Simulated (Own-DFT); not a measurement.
# Response to strain: hcp Hf, 36 atoms (Hf36)

Calculated results; nothing here was measured. The program, named Own-DFT, is a retired in-house plane-wave density functional code that no person has reviewed. Each row is one single-point run on a periodic cell that was not relaxed, without spin or spin-orbit coupling.

Settings of every run: PBE; PseudoDojo norm-conserving scalar-relativistic files; cutoff 42 hartree; 4 x 4 x 4 k mesh centred on Gamma; cold (Marzari-Vanderbilt) smearing of 0.2 eV.

Known limits: hafnium file: forces about 75 meV/angstrom off all-electron values; forces on such cells passed a denser k mesh, each cell not checked; stress not checked against mesh or cutoff.

Unstrained cell vectors in Å: (9.589, 0.000, 0.000); (-4.795, 8.305, 0.000); (0.000, 0.000, 10.102). The unstrained cell has measured lattice constants (interpolated for alloys), not those of this functional. That, the random moves and any unrelaxed bonds set the pressure at no strain. Each run strains this cell uniformly, with the atoms carried along. Every atom was also moved at random, by a Gaussian of width 0.05 Å on each axis. Strain is the symmetric tensor, in per cent. Stress is positive in tension, and the pressure is minus a third of its trace.

```
run  e_xx (%)  e_yy (%)  e_zz (%)  e_yz (%)  e_xz (%)  e_xy (%)  s_xx (GPa)  s_yy (GPa)  s_zz (GPa)  s_yz (GPa)  s_xz (GPa)  s_xy (GPa)  P (GPa)  E (meV/atom)
  1     -1.57     -1.16      1.74      1.64     -1.24     -1.37       -3.90       -3.65       -0.01        1.44       -1.09       -1.61     2.52          17.4
  2     -0.12     -1.96      0.74     -0.23      0.07      0.26       -2.09       -5.01       -1.65       -0.23       -0.02        0.40     2.92           8.1
  3      0.89     -1.07      0.91      1.54      1.78     -1.83        0.05       -2.19       -0.10        1.50        1.79       -2.39     0.75          18.5
  4     -1.05     -1.70     -1.84      0.72      0.27     -1.30       -6.25       -7.27       -7.91        0.86        0.17       -2.23     7.14          37.2
  5      0.15      0.03      1.70     -0.47     -0.70     -1.32        0.10        0.04        1.82       -0.55       -0.70       -1.62    -0.65           4.4
  6     -0.28     -0.49     -0.53     -1.19     -1.84      0.26       -2.61       -2.62       -3.57       -1.19       -1.87        0.11     2.93          12.3
  7      1.67     -0.88      0.20     -0.69      1.39     -0.09        1.16       -1.50       -0.49       -0.65        1.37       -0.32     0.28           5.4
  8     -1.76      0.44      0.18      1.15      1.55      1.67       -4.52       -1.45       -2.09        1.10        1.52        1.94     2.69          14.3
  9      1.54      1.35      0.05      1.40      1.38      0.48        2.53        2.27        0.42        1.36        1.39        0.59    -1.74           2.2
 10      0.22      0.30     -0.16      0.98     -1.63      0.66       -0.98       -0.50       -1.70        1.05       -1.74        1.24     1.06           6.8
 11      1.71     -1.86      0.97      0.57     -1.97     -1.28        1.50       -3.19        0.39        0.55       -1.74       -1.46     0.43           6.7
 12     -1.65      1.99     -1.04     -0.24      1.53     -0.14       -4.16        0.92       -3.52       -0.25        1.64       -0.24     2.25           8.9
 13      1.70      0.08     -1.80     -1.89      1.93     -1.70        0.71       -1.58       -4.37       -1.92        1.87       -1.88     1.75          23.8
 14      0.15      0.85      0.42     -0.71      0.10     -1.72       -0.29        0.77        0.08       -0.66        0.08       -1.96    -0.19           2.8
 15      0.52      0.67      0.28     -0.71     -1.52     -0.09        0.21        0.82       -0.37       -0.68       -1.56       -0.20    -0.22           0.0
 16      1.89      0.73     -0.62      1.79     -0.67     -0.46           ?           ?           ?           ?           ?           ?        ?             ?
```

E is the free energy for each atom above the lowest run shown.

## Worked fit

Each stress component was fitted by least squares to a constant and the strains of the runs shown, as fractions, with shears doubled. Shear strains stay in the fit of a normal stress only where such slopes are resolved. The slopes, in GPa:

```
stress,at no strain,per e_xx,per e_yy,per e_zz,scatter
s_xx,-1.5,196 ± 4,65 ± 4,77 ± 4,0.17
s_yy,-1.3,71 ± 5,208 ± 5,78 ± 6,0.22
s_zz,-1.7,72 ± 4,76 ± 4,216 ± 4,0.17
```

Each shear stress against twice its own strain: yz 50 ± 1, xz 50 ± 1, xy 62 ± 4 GPa. These are stiffnesses along x, y and z of the frame in which the cell vectors are given, which need not be the crystal's axes. The atoms are held to the strained lattice; where symmetry lets them move under strain, relaxing them would lower some slopes. The table should be nearly symmetric about its diagonal, and what it lacks of that shows the noise. A ninth of its sum, 118 ± 2 GPa, estimates the bulk modulus near the mean pressure of these runs, 1.5 GPa.

## Withheld run

Question: what normal stresses and pressure should run 16 give?

The fit gives s_xx = 2.2, s_yy = 1.0, s_zz = -1.1 and P = -0.7 GPa. The calculation gave 2.37, 0.82, -1.14 and P = -0.68 GPa.
